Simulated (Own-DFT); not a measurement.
# Computed records: HfO2 (monoclinic hafnia, atoms displaced)

All values are calculated (Own-DFT development build). A calculation, not a measurement: plane-wave PBE density functional theory by an unreviewed code, no spin, of a simulated periodic cell, stress positive in tension, free energy of the whole cell less one offset for each atom, some atoms lie very close together; hafnium file: forces about 75 meV/angstrom off all-electron values; oxygen file: force components 24 meV/angstrom off all-electron in one glass; forces on such cells passed a denser k mesh, this cell's mesh not checked; offsets are fitted by least squares, one for each functional and potential file, so energies compare only between cells with the same atoms and settings and are not formation energies; the far tail of each file's local potential was reset to the Coulomb form; each entry is a single point on an unrelaxed cell, so the pressure reflects the starting lattice, mostly measured values, from which strain is counted, and rises with the displacements; printed positions are rounded, which can move forces by about a meV/angstrom; the program is a retired in-house code; no spin-orbit coupling; before rounding, a Quantum ESPRESSO 7.3.1 run of the same cell and cutoff gave forces within 1 meV/angstrom rms on each cell, which checks the program and not the settings.

Common to all runs: functional PBE; potential files PseudoDojo norm-conserving, scalar-relativistic, standard set; wave cutoff 72 hartree; occupations Fermi-Dirac; smearing width 0.1 eV; k mesh 2 x 2 x 2 centred on Gamma.

(1) HfO2 (monoclinic hafnia, atoms displaced)

```
cell vectors (Å)
  10.2340     0.0000     0.0000
   0.0000    10.3500     0.0000
  -1.6955     0.0000    10.4453
atoms (fractions of the cell vectors)
Hf  0.13518  0.01710  0.11541
Hf  0.35773  0.26203  0.14308
Hf  0.35676  0.46756  0.40566
Hf  0.12726  0.23452  0.33524
O   0.03569  0.17871  0.15140
O   0.46784  0.40695  0.07485
O   0.47471  0.33559  0.31366
O   0.01249  0.07434  0.41181
O   0.22236  0.40204  0.26621
O   0.26109  0.12314  0.02597
O   0.27787  0.12499  0.25949
O   0.21648  0.35701  0.50597
Hf  0.12177  0.02020  0.59673
Hf  0.35374  0.25403  0.64370
Hf  0.35870  0.46070  0.89515
Hf  0.13003  0.24334  0.85844
O   0.04763  0.16324  0.67544
O   0.46418  0.42403  0.57378
O   0.47434  0.33055  0.82721
O   0.03836  0.08102  0.91725
O   0.23775  0.38291  0.76162
O   0.27183  0.13366  0.51497
O   0.26724  0.12044  0.73340
O   0.21811  0.39335  0.00545
Hf  0.11217  0.52247  0.10988
Hf  0.37440  0.78093  0.13274
Hf  0.36449  0.99611  0.38940
Hf  0.13006  0.72657  0.35363
O   0.05063  0.66379  0.16401
O   0.43866  0.91730  0.07041
O   0.46577  0.83842  0.31569
O   0.02939  0.56610  0.40690
O   0.23028  0.86372  0.23583
O   0.26563  0.61418  0.99701
O   0.29748  0.63214  0.25719
O   0.21809  0.86507  0.47926
Hf  0.15711  0.52865  0.60388
Hf  0.36660  0.76687  0.64577
Hf  0.36148  0.99157  0.91943
Hf  0.15815  0.72163  0.84335
O   0.04341  0.67730  0.66013
O   0.46127  0.93596  0.58773
O   0.47117  0.82080  0.81044
O   0.03076  0.57707  0.92589
O   0.22508  0.86395  0.75373
O   0.24971  0.62949  0.52557
O   0.26016  0.62919  0.75217
O   0.23040  0.86490  0.98285
Hf  0.64440  0.02023  0.10697
Hf  0.87844  0.26142  0.16002
Hf  0.84817  0.48732  0.39678
Hf  0.62743  0.23305  0.33441
O   0.54044  0.17009  0.16326
O   0.97523  0.43504  0.08339
O   0.97499  0.32865  0.31808
O   0.54558  0.09543  0.43593
O   0.72002  0.36181  0.24433
O   0.76780  0.12347  0.02403
O   0.76830  0.10099  0.25585
O   0.73825  0.35814  0.48852
Hf  0.64026  0.03921  0.60445
Hf  0.85153  0.26992  0.65877
Hf  0.85409  0.48119  0.89975
Hf  0.65810  0.22643  0.83252
O   0.55281  0.15562  0.69910
O   0.95854  0.42077  0.57926
O   0.96019  0.33699  0.81943
O   0.53766  0.10831  0.95104
O   0.72950  0.39525  0.74517
O   0.77437  0.12261  0.50385
O   0.77980  0.10794  0.76121
O   0.70838  0.36259  0.99325
Hf  0.64608  0.53596  0.10927
Hf  0.86071  0.77139  0.13990
Hf  0.87036  0.98605  0.37998
Hf  0.64476  0.74982  0.36093
O   0.54048  0.65789  0.17087
O   0.97502  0.91088  0.07272
O   0.94210  0.83393  0.33040
O   0.53871  0.58503  0.41635
O   0.73059  0.88742  0.24096
O   0.78170  0.64329  0.02344
O   0.74988  0.61741  0.24869
O   0.72574  0.87415  0.49500
Hf  0.63867  0.50592  0.61257
Hf  0.86381  0.76866  0.63770
Hf  0.86893  0.96019  0.90086
Hf  0.62752  0.74287  0.86101
O   0.53727  0.65873  0.68675
O   0.96780  0.93150  0.56607
O   0.95721  0.83682  0.82241
O   0.55014  0.58204  0.92579
O   0.73956  0.87721  0.73265
O   0.76871  0.63329  0.49406
O   0.74405  0.61871  0.72378
O   0.71896  0.87479  0.99854
```

* free energy of cell above offsets: -61.634 eV
* pressure: 17.51 GPa
* stress xx: -19.68 GPa
* stress yy: -16.82 GPa
* stress zz: -16.02 GPa
* stress yz: -2.6 GPa
* stress xz: -3.37 GPa
* stress xy: -0.7 GPa

Force:
```
element  x (eV/Å)  y (eV/Å)  z (eV/Å)
     Hf     1.205    -2.538    -2.225
     Hf     2.923     4.731    -0.428
     Hf     3.435     3.989    -2.381
     Hf      3.75    -0.119     4.864
      O     3.359    -1.868     0.817
      O    -0.982    -0.661    -0.064
      O    -3.849     1.344     0.911
      O     10.57     7.294    -0.132
      O    -1.291    -3.674    -1.775
      O     1.537      0.62    -1.941
      O    -0.933     0.001     0.147
      O      0.47     0.948    -0.613
     Hf     4.516    -0.217      0.95
     Hf      1.12     2.502     2.552
     Hf      3.59     3.866     4.461
     Hf     0.171    -1.749    -0.697
      O    -3.302     2.745     0.591
      O     -1.84    -2.637     1.352
      O     0.239    -0.464    -1.342
      O    -0.374     0.215     0.595
      O    -2.332    -1.817    -3.355
      O     0.015    -2.242    -4.253
      O     0.929    -0.481     4.506
      O     0.314    -5.151    -1.291
     Hf      16.9     1.514    -0.587
     Hf    -5.707     -11.5      4.44
     Hf     0.937    -3.753     3.066
     Hf     1.677    -0.387    -0.693
      O    -6.041     9.029     3.591
      O     8.124     6.376     0.702
      O     0.255     2.202     1.112
      O     0.702     1.201    -0.227
      O    -1.372     3.184    -0.414
      O     1.626     2.216    -0.048
      O    -2.008    -0.983     2.463
      O     0.717     1.058     0.262
     Hf    -9.762    -7.229     3.903
     Hf     0.744      1.78    -0.987
     Hf     -0.69     1.628    -6.563
     Hf    -6.348     1.466     4.963
      O    -1.337    -0.243    -0.419
      O    -0.623     -0.99    -1.246
      O    -3.948     4.464     2.559
      O    -1.842     0.562    -2.187
      O     1.666     3.396    -2.653
      O     7.221     4.526    -6.225
      O     5.988    -3.956    -1.077
      O    -1.516     0.753     1.009
     Hf    -0.668     0.995    -0.546
     Hf    -8.279     2.255    -4.593
     Hf     0.212    -0.948     1.331
     Hf     2.983    -1.129     2.749
      O    -2.439    -0.596     0.875
      O    -13.03    -9.448    -1.635
      O    -2.572     1.934     1.402
      O    -3.313    -0.373    -1.942
      O     2.487     2.406    -0.712
      O     2.959     0.497    -1.094
      O     0.779     4.305    -0.862
      O    -1.953     0.597     1.155
     Hf     2.291    -6.342    -1.484
     Hf     4.626     0.013    -5.889
     Hf     0.623     1.657     0.536
     Hf    -2.762     2.952      10.9
      O    -5.374     0.642    -4.531
      O      0.04    -0.285      0.26
      O    -0.161     0.346     2.178
      O    -1.937    -1.905    -3.004
      O     0.183    -4.226     1.279
      O     0.796     1.286     1.425
      O     2.059     1.031     0.131
      O     3.444     1.143      -0.4
     Hf    -2.805    -6.397    -3.713
     Hf     0.343      1.15     2.722
     Hf    -10.29    -3.144     3.446
     Hf    -1.809     -2.66    -1.011
      O    -3.431     3.866    -0.339
      O    -1.002    -0.853     1.264
      O     4.673    -5.227     -1.56
      O    -0.906    -0.342     0.936
      O    -1.503    -2.943    -1.395
      O      0.75    -2.373    -2.808
      O     5.049     1.801     4.164
      O     0.082     0.066    -0.321
     Hf    -1.551     3.299    -6.351
     Hf    -0.647     0.429    -0.018
     Hf    -0.664     3.366    -1.597
     Hf     3.497    -3.966    -1.739
      O    -2.983     0.017    -2.251
      O    -3.732    -3.818     1.265
      O     2.864    -2.799     -0.45
      O    -0.684     0.539    -0.412
      O    -2.278      0.45     1.052
      O     1.557    -0.464     0.811
      O     5.245     2.514       5.4
      O     0.619    -0.273    -0.615
```

(2) HfO2 (monoclinic hafnia, atoms displaced)

```
cell vectors (Å)
  10.2340     0.0000     0.0000
   0.0000    10.3500     0.0000
  -1.6955     0.0000    10.4453
atoms (fractions of the cell vectors)
Hf  0.15031  0.01595  0.10552
Hf  0.37562  0.27872  0.13689
Hf  0.35661  0.49023  0.39412
Hf  0.13712  0.26103  0.36901
O   0.04522  0.16204  0.17356
O   0.46950  0.41365  0.07936
O   0.44063  0.33319  0.32744
O   0.03527  0.10301  0.42268
O   0.21283  0.38873  0.22957
O   0.27465  0.12809  0.98771
O   0.27596  0.11154  0.26746
O   0.20850  0.37669  0.48399
Hf  0.13571  0.02151  0.60353
Hf  0.37237  0.27200  0.65627
Hf  0.37656  0.48782  0.89924
Hf  0.12628  0.24117  0.87473
O   0.03258  0.14744  0.67722
O   0.46496  0.41621  0.57030
O   0.46686  0.33856  0.82740
O   0.05660  0.07860  0.92984
O   0.22195  0.37949  0.71662
O   0.29044  0.14550  0.50839
O   0.26816  0.11333  0.78279
O   0.23225  0.39301  0.99393
Hf  0.14259  0.51315  0.11247
Hf  0.36808  0.77173  0.14882
Hf  0.34076  0.97427  0.39942
Hf  0.12119  0.72678  0.37442
O   0.03044  0.68222  0.17496
O   0.46975  0.90933  0.08214
O   0.45131  0.83357  0.30236
O   0.04304  0.54745  0.41964
O   0.22461  0.89334  0.24057
O   0.27536  0.63821  0.99600
O   0.29680  0.61225  0.25802
O   0.23600  0.87506  0.47908
Hf  0.15011  0.52418  0.60674
Hf  0.35226  0.75779  0.64578
Hf  0.37527  0.97408  0.90079
Hf  0.13256  0.73543  0.84288
O   0.04175  0.65661  0.69256
O   0.47081  0.91129  0.58150
O   0.47278  0.85500  0.82623
O   0.04172  0.57567  0.92203
O   0.25356  0.87456  0.73862
O   0.28967  0.62389  0.51259
O   0.26947  0.61516  0.77263
O   0.22877  0.84487  0.00503
Hf  0.64678  0.02657  0.10614
Hf  0.84986  0.23812  0.12598
Hf  0.87843  0.46808  0.42502
Hf  0.65841  0.23533  0.38052
O   0.52429  0.15735  0.18259
O   0.95840  0.40301  0.07094
O   0.96021  0.34281  0.31674
O   0.52558  0.09544  0.41610
O   0.73865  0.35271  0.25111
O   0.77895  0.13223  0.00563
O   0.77177  0.12381  0.26333
O   0.72499  0.37671  0.50229
Hf  0.62743  0.01393  0.59935
Hf  0.89433  0.27068  0.65899
Hf  0.86106  0.48421  0.88274
Hf  0.63629  0.25262  0.85921
O   0.53890  0.15749  0.66727
O   0.94451  0.41505  0.56438
O   0.95468  0.31575  0.81714
O   0.52663  0.10258  0.91459
O   0.72505  0.37998  0.73226
O   0.77743  0.13064  0.50580
O   0.77472  0.11210  0.76818
O   0.71947  0.38597  0.99067
Hf  0.65976  0.51443  0.11509
Hf  0.86669  0.76233  0.13702
Hf  0.85078  0.98670  0.39405
Hf  0.65388  0.72700  0.36317
O   0.55810  0.69779  0.18575
O   0.97818  0.89519  0.06181
O   0.95765  0.82186  0.32598
O   0.53411  0.59557  0.41125
O   0.71649  0.88529  0.23928
O   0.76727  0.62915  0.99934
O   0.78721  0.61740  0.26801
O   0.73554  0.87781  0.48905
Hf  0.63422  0.52105  0.59697
Hf  0.87473  0.78125  0.64868
Hf  0.84756  0.98199  0.88327
Hf  0.63939  0.74064  0.86829
O   0.54385  0.67100  0.65262
O   0.95672  0.90659  0.57862
O   0.97784  0.84129  0.82346
O   0.53346  0.56843  0.92253
O   0.73383  0.87768  0.73687
O   0.76054  0.63608  0.49453
O   0.79102  0.61976  0.75182
O   0.72163  0.87705  0.98162
```

- free energy of cell above offsets: -65.069 eV
- pressure: 14.85 GPa
- stress xx: -12.79 GPa
- stress yy: -13.91 GPa
- stress zz: -17.85 GPa
- stress yz: 0.27 GPa
- stress xz: -3.51 GPa
- stress xy: 0.02 GPa

Force:
```
element  x (eV/Å)  y (eV/Å)  z (eV/Å)
     Hf    -0.085     1.094     0.393
     Hf    -2.763    -3.867     3.319
     Hf     2.976    -2.757    -1.552
     Hf    -0.836    -7.057    -7.436
      O    -2.326     0.307    -1.037
      O     3.043     2.593    -0.307
      O     1.356     0.554     0.048
      O    -0.726    -2.116     1.896
      O     0.473    -2.975     2.818
      O     0.491     1.731     4.868
      O    -0.409     1.941    -0.996
      O     2.468     4.681     4.341
     Hf     1.953     1.017    -0.032
     Hf     0.016    -1.993    -2.598
     Hf    -5.648    -0.299     0.777
     Hf     5.652    -3.567     0.852
      O      0.46     0.503     0.753
      O    -0.687    -0.382     1.064
      O    -0.176    -0.142    -0.258
      O    -3.623     0.436    -2.088
      O    -0.859    -0.775     1.992
      O    -1.843    -1.176     1.967
      O    -0.199     1.326    -4.286
      O    -0.713    -2.499    -1.266
     Hf    -1.531     3.735    -3.299
     Hf      -1.3    -2.128    -1.732
     Hf     8.532     5.382    -5.593
     Hf     0.693     0.273    -5.054
      O     3.614    -3.454     1.237
      O     2.173       2.9    -2.263
      O     1.163     2.639     7.215
      O     3.899     5.352     0.646
      O    -1.415    -3.612     1.149
      O     0.764    -2.698     1.269
      O    -2.348     1.627    -0.925
      O     -6.76    -5.002     4.764
     Hf    -0.303    -1.239     0.785
     Hf     5.416     1.694     0.423
     Hf     -3.32      2.77     2.275
     Hf      3.24    -0.839     7.292
      O    -1.609    -1.142    -5.498
      O    -1.703    -1.359    -0.371
      O     4.116    -4.807    -1.279
      O    -1.596    -0.154    -0.707
      O    -3.881     0.575    -0.612
      O    -2.758     0.906     0.913
      O     2.101     0.657    -3.488
      O    -0.501     4.156    -2.166
     Hf    -5.178    -1.483     1.463
     Hf     6.838     8.875     9.353
     Hf    -8.124     4.744    -18.58
     Hf    -4.689    -0.336     -3.63
      O     2.267    -0.405    -1.361
      O      0.38     0.448    -0.987
      O     1.269    -0.878     1.221
      O     1.415    -1.045     1.848
      O    -2.154     2.322    -1.919
      O    -2.453    -4.906    -5.166
      O     0.781    -0.991    -0.974
      O    -0.816    -0.695    -0.492
     Hf     0.331     1.056    -1.343
     Hf    -7.138    -3.924     -6.89
     Hf     0.783     0.815     2.196
     Hf     0.492     -2.97    -2.092
      O    -1.035     2.334     1.601
      O     7.853    -3.575     15.82
      O    -0.195     3.807     6.104
      O     1.734    -0.136     1.383
      O    -0.136    -0.397     1.661
      O     1.255    -0.635     1.853
      O     -0.15     2.737    -1.634
      O     0.256    -1.652    -0.819
     Hf    -1.957     0.984       2.4
     Hf    -1.179     2.025     0.914
     Hf     1.557    -0.337    -0.953
     Hf    -2.878     3.177    -4.164
      O     1.173    -4.371    -3.748
      O    -1.914     1.007     0.292
      O    -0.448     1.445     2.053
      O    -1.674      -2.3     1.075
      O     1.832     0.752    -0.203
      O     0.928     0.081     0.756
      O     0.074    -0.511    -1.624
      O    -1.217    -0.109     0.306
     Hf     0.535     0.627    -0.285
     Hf    -4.929    -5.252     1.291
     Hf     4.098     -1.69     2.265
     Hf    -1.189    -1.722    -3.783
      O    -1.954     1.301      2.59
      O     5.985     4.989    -2.356
      O    -2.162     1.719    -0.815
      O     4.864     4.262     0.346
      O    -0.693     -0.93     0.557
      O     3.736    -2.133     4.817
      O    -0.954     0.244     0.568
      O     0.099     0.823     0.874
```
